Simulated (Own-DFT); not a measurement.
# What it costs to cut wurtzite AlN, m plane (10-10)

Calculated, not measured: single-point runs of Own-DFT, a retired in-house plane-wave DFT program that no person has reviewed, on unrelaxed cells, without spin or spin-orbit coupling.

Limits (not all hold for every row): some atoms lie very close together; k mesh not checked against a denser one.

Both sets of runs: PBE; PseudoDojo norm-conserving scalar-relativistic files; cutoff 42 hartree; Gaussian smearing of 0.01 eV. The slab has 128 atoms in 16 layers, two equal faces of 62.02 Å² as cut, 15 Å of vacuum, a dipole correction along the normal and a 6 x 3 x 1 mesh. The bulk cell has 72 atoms, the same measured lattice constants and a 4 x 4 x 3 mesh. In the slab only the 32 atoms nearest the faces were moved at random; u is their rms move along one axis. Energies are counted from -174.06 eV for each atom.

```
slab run,u (Å),E (eV, cell)
1,0.0456,20.294
2,0.0477,20.481
3,0.0502,20.701
4,0.0525,21.936
5,0.0527,20.806
6,0.0876,27.402
7,0.0887,26.338
8,0.0901,25.689
9,0.0904,27.258
10,0.0958,28.224
11,0.0989,28.519
12,0.1010,31.291
```

```
bulk run,u (Å),E (meV/atom)
1,0.0181,-4.56
2,0.0199,-1.95
3,0.0205,-1.88
4,0.0205,-1.97
5,0.0942,270.65
6,0.0946,243.77
7,0.0996,312.24
8,0.0998,324.14
9,0.1029,333.36
10,0.1069,304.20
```

The question: what is the energy of the unrelaxed surface?

## Solution

Take each set to u = 0 with E = a + b u². Rows are weighted down as u grows, with residuals divided by u² + 0.0006 Å². Slab: a = 18.01 ± 0.28 eV. Bulk: a = -14.9 ± 1.0 meV/atom. The excess is 18.01 - 128 x (-0.0149) = 19.92 ± 0.31 eV. Over two faces that is 161 meV/Å², or 2.57 ± 0.04 J/m². Relaxing the faces would lower the energy, and the unlike meshes and the reach from the smallest u down to zero add errors that aren't counted here.
